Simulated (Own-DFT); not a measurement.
# Point defects and the pressure they add: zincblende GaP

No measurement is shown. These are fixed-geometry runs of a retired plane-wave code named Own-DFT, which no person has reviewed; spin and spin-orbit coupling are neglected.

All runs used: PBE; PseudoDojo norm-conserving scalar-relativistic files; cutoff 42 hartree; 2 x 3 x 3 k mesh centred on Gamma; Fermi-Dirac smearing of 0.1 eV.

Known weak points (not all hold for every row): not probed for a lower state with spin; forces on such cells failed a check on a denser k mesh; forces on such cells moved up to 12 meV/angstrom on a denser k mesh; forces on such cells passed a denser k mesh, each cell not checked; stress not checked against mesh or cutoff.

All runs share one cell, with vectors in Å (16.352, 0.000, 0.000); (0.000, 10.901, 0.000); (0.000, 0.000, 10.901) and a volume of 1943.1 Å³. The atoms are randomly displaced, by u rms on each axis. The defect's site can differ from row to row.

```
cell,formula,u (Å),P (GPa)
no defect,Ga48P48,0.0191,2.71
no defect,Ga48P48,0.0208,2.73
no defect,Ga48P48,0.0484,3.23
two P on a Ga site each,Ga46P50,0.0290,2.93
two P on a Ga site each,Ga46P50,0.0310,2.96
two P on a Ga site each,Ga46P50,0.0480,3.15
one Ga on a P site and one P on a Ga site,Ga48P48,0.0297,2.90
one Ga on a P site and one P on a Ga site,Ga48P48,0.0299,2.94
one Ga on a P site and one P on a Ga site,Ga48P48,0.0467,3.25
two P vacancies,Ga48P46,0.0285,2.38
two P vacancies,Ga48P46,0.0296,?
two P vacancies,Ga48P46,0.0477,2.87
two P vacancies,Ga48P46,0.0499,2.98
```

## Working it out

P = P0 + c u² + a shift for each defect gives P0 = 2.62 GPa, c = 260 ± 27 GPa/Å² and a scatter of 0.07 GPa. The shifts, and each times the cell's volume:

- one Ga on a P site and one P on a Ga site: 0.07 ± 0.06 GPa, 0.8 eV (not resolved)
- two P on a Ga site each: 0.04 ± 0.06 GPa, 0.5 eV (0.2 eV for each of its 2 sites) (not resolved)
- two P vacancies: -0.36 ± 0.06 GPa, -4.3 eV (-2.2 eV for each of its 2 sites)

Against the defect-free cell, a freed cell would be larger where the shift is positive and smaller where it is negative (160.2 GPa Å³ is 1 eV). The atoms around the defects weren't relaxed, which would change these numbers.

## Check

Q: what pressure belongs in the blank (two P vacancies, u = 0.0296 Å)?

From the fit: 2.49 ± 0.08 GPa. DFT gave 2.43 GPa.
